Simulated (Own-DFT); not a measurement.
# Misfit strain and the stress it brings: diamond-structure SiGeSn with randomly placed atoms, 64 atoms (Ge40Si16Sn8)

Calculated, not measured: single-point runs of Own-DFT, a retired in-house plane-wave DFT program that no person has reviewed, on unrelaxed cells, without spin or spin-orbit coupling.

Common settings: PBEsol; PseudoDojo norm-conserving scalar-relativistic files, made for PBE; cutoff 49 hartree; 3 x 3 x 3 k mesh centred on Gamma; Fermi-Dirac smearing of 0.1 eV.

Keep in mind: forces on such cells moved up to 12 meV/angstrom on a denser k mesh; stress not checked against mesh or cutoff.

Unstrained cell vectors in Å: (11.410, 0.000, 0.000); (0.000, 11.410, 0.000); (0.000, 0.000, 11.410). The unstrained cell has measured lattice constants (interpolated for alloys), not those of this functional. That, the random moves and any unrelaxed bonds set the pressure at no strain. Each run strains x and y alike by e, as a substrate would, and holds the height along z. Each coordinate of each atom was shifted by a normal deviate of width 0.05 Å. The random placing of the alloy's atoms differs from row to row. Stress is positive in tension.

| e (%) | u (Å) | (s_xx + s_yy)/2 (GPa) | s_zz (GPa) |
|---|---|---|---|
| -3.00 | 0.045 | -7.65 | -5.66 |
| -2.25 | 0.054 | ? | ? |
| -2.00 | 0.051 | -6.14 | -4.85 |
| -1.00 | 0.053 | -3.74 | -3.14 |
| -0.25 | 0.053 | -2.58 | -2.33 |
| 0.25 | 0.047 | -1.43 | -1.65 |
| 0.75 | 0.048 | -0.91 | -1.38 |
| 1.00 | 0.048 | -0.28 | -0.92 |
| 2.50 | 0.048 | 1.74 | 0.37 |
| 2.75 | 0.051 | 1.88 | 0.33 |

## What the rows give

With e as a fraction, the in-plane stress is -2.0 + 169 e - 812 e² GPa (errors 4 and 226, scatter 0.22), and s_zz is -2.1 + 109 e - 609 e² GPa (slope ± 4, scatter 0.20). At e = 0 the first slope is C11 + C12 and the second 2 C12, both with the ions held to the strained lattice and at the cell's own pressure. The term in e² is negative: the layer stiffens under compression and softens under tension. A free layer would change its height as e changes, and the in-plane slope would drop by 2 C12²/C11 to the biaxial modulus. At fixed height, a misfit of 1 % moves the in-plane stress by about 1.7 GPa and s_zz by 1.1 GPa.

## Withheld run

Q: what are the two stresses at e = -2.25 %?

The fit gives -6.3 and -4.8 GPa. The calculation gave -6.60 and -5.11 GPa.
